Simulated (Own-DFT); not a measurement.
# What a defect does to the pressure of its cell: zincblende GaAs

Everything here is calculated. The program is Own-DFT (plane waves, in-house, since retired, never reviewed by a person); positions were held fixed, and spin and spin-orbit coupling were off.

All runs used: PBE; PseudoDojo norm-conserving scalar-relativistic files; cutoff 42 hartree; 3 x 3 x 3 k mesh centred on Gamma; Fermi-Dirac smearing of 0.1 eV.

Known weak points (not all hold for every row): not probed for a lower state with spin; forces on such cells failed a check on a denser k mesh; forces not confirmed at this smearing and k mesh; forces on such cells passed a denser k mesh, each cell not checked; stress not checked against mesh or cutoff.

All runs share one cell, with vectors in Å (11.307, 0.000, 0.000); (0.000, 11.307, 0.000); (0.000, 0.000, 11.307) and a volume of 1445.4 Å³. The atoms are randomly displaced, by u rms on each axis. The defect's site can differ from row to row.

| cell | formula | u (Å) | P (GPa) |
|---|---|---|---|
| no defect | As32Ga32 | 0.0209 | 3.53 |
| no defect | As32Ga32 | 0.0471 | 3.90 |
| no defect | As32Ga32 | 0.0495 | 4.02 |
| one In on a Ga site | As32Ga31In | 0.0325 | 4.32 |
| one In on a Ga site | As32Ga31In | 0.0500 | 4.63 |
| one In on a Ga site | As32Ga31In | 0.0527 | 4.72 |
| one As on a Ga site and one Ga on an As site | As32Ga32 | 0.0256 | ? |
| one As on a Ga site and one Ga on an As site | As32Ga32 | 0.0296 | 3.87 |
| one As on a Ga site and one Ga on an As site | As32Ga32 | 0.0478 | 4.15 |
| one As on a Ga site and one Ga on an As site | As32Ga32 | 0.0544 | 4.44 |
| two As on a Ga site each | As34Ga30 | 0.0295 | 4.82 |
| two As on a Ga site each | As34Ga30 | 0.0305 | 4.80 |
| two As on a Ga site each | As34Ga30 | 0.0310 | 4.81 |
| two Ga vacancies | As32Ga30 | 0.0304 | 2.98 |
| two Ga vacancies | As32Ga30 | 0.0325 | 2.80 |
| two Ga vacancies | As32Ga30 | 0.0332 | 3.02 |

## Working it out

P = P0 + c u² + a shift for each defect gives P0 = 3.41 GPa, c = 239 ± 27 GPa/Å² and a scatter of 0.07 GPa. The shifts, and each times the cell's volume:

- two As on a Ga site each: 1.18 ± 0.06 GPa, 10.6 eV (5.3 eV for each of its 2 sites)
- one In on a Ga site: 0.64 ± 0.06 GPa, 5.7 eV
- one As on a Ga site and one Ga on an As site: 0.25 ± 0.06 GPa, 2.3 eV
- two Ga vacancies: -0.72 ± 0.06 GPa, -6.5 eV (-3.3 eV for each of its 2 sites)

Against the defect-free cell, a freed cell would be larger where the shift is positive and smaller where it is negative (160.2 GPa Å³ is 1 eV). The atoms around the defects weren't relaxed, which would change these numbers.

## Test on the hidden row

Asked: what pressure belongs in the blank (one As on a Ga site and one Ga on an As site, u = 0.0256 Å)?

The fit gives 3.82 ± 0.09 GPa. The calculation gave 3.90 GPa.
